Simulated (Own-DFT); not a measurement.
# What a change of functional does to the pressure

Calculated results; nothing here was measured. They come from Own-DFT, an in-house plane-wave density functional program, since retired, whose code no person has reviewed. Each row is one single-point run on a periodic cell that was not relaxed, without spin or spin-orbit coupling.

Known limits, some of them of some rows only: forces on such cells failed a check on a denser k mesh; forces on such cells moved up to 12 meV/angstrom on a denser k mesh; forces on such cells passed a denser k mesh, each cell not checked; stress not checked against mesh or cutoff.

Each cell was run twice at the same cutoff, k mesh and smearing, with PBE and with PBEsol, on PseudoDojo norm-conserving files made for PBE. Atoms were moved at random from their sites; u is the rms move along one axis. Files made for PBEsol would give a somewhat different change.

```
cell,atoms,volume (Å³/atom),u (Å),cutoff (hartree),P with PBE (GPa),P with PBEsol (GPa),change (GPa)
C11b WSi2 (Si20W10),30,13.23,0.049,50,10.42,6.26,-4.16
C11b WSi2 (Si20W10),30,13.50,0.052,50,5.15,1.10,-4.05
C11b WSi2 (Si20W10),30,13.34,0.050,50,8.64,4.51,-4.13
C40 NbSi2 with two Si on a Nb site each (Nb10Si26),36,14.64,0.069,42,3.32,-0.03,-3.35
C40 NbSi2 with two Si on a Nb site each (Nb10Si26),36,14.64,0.068,42,3.47,0.12,-3.35
C40 NbSi2 with two Si on a Nb site each (Nb10Si26),36,14.64,0.083,42,4.23,0.89,-3.35
D0_22 TiAl3 (Al30Ti10),40,15.63,0.102,42,4.84,2.93,-1.90
D0_22 TiAl3 (Al30Ti10),40,15.59,0.053,42,3.45,1.53,-1.91
D0_22 TiAl3 (Al30Ti10),40,15.65,0.051,42,2.86,0.96,-1.91
beta-Si3N4 (N64Si48),112,9.92,0.051,42,22.67,20.17,-2.50
beta-Si3N4 (N24Si18),42,10.49,0.046,42,6.00,3.61,-2.39
beta-Si3N4 (N24Si18),42,10.41,0.047,42,7.49,?,?
```

## Worked reading

Mean change of pressure by composition, in GPa: Si2W, -4.11; Nb5Si13, -3.35; N4Si3, -2.45; Al3Ti, -1.91. At a fixed cell PBEsol gives the lower pressure, because it favours a smaller volume than PBE. Here the change varies more between materials than between cells of one material.

## Withheld value

Question: what PBEsol pressure should the N24Si18 cell with the blank give?

Adding the mean change of the cells with its composition, -2.45 GPa, to 7.49 gives 5.0 GPa. The calculation gave 5.08 GPa.
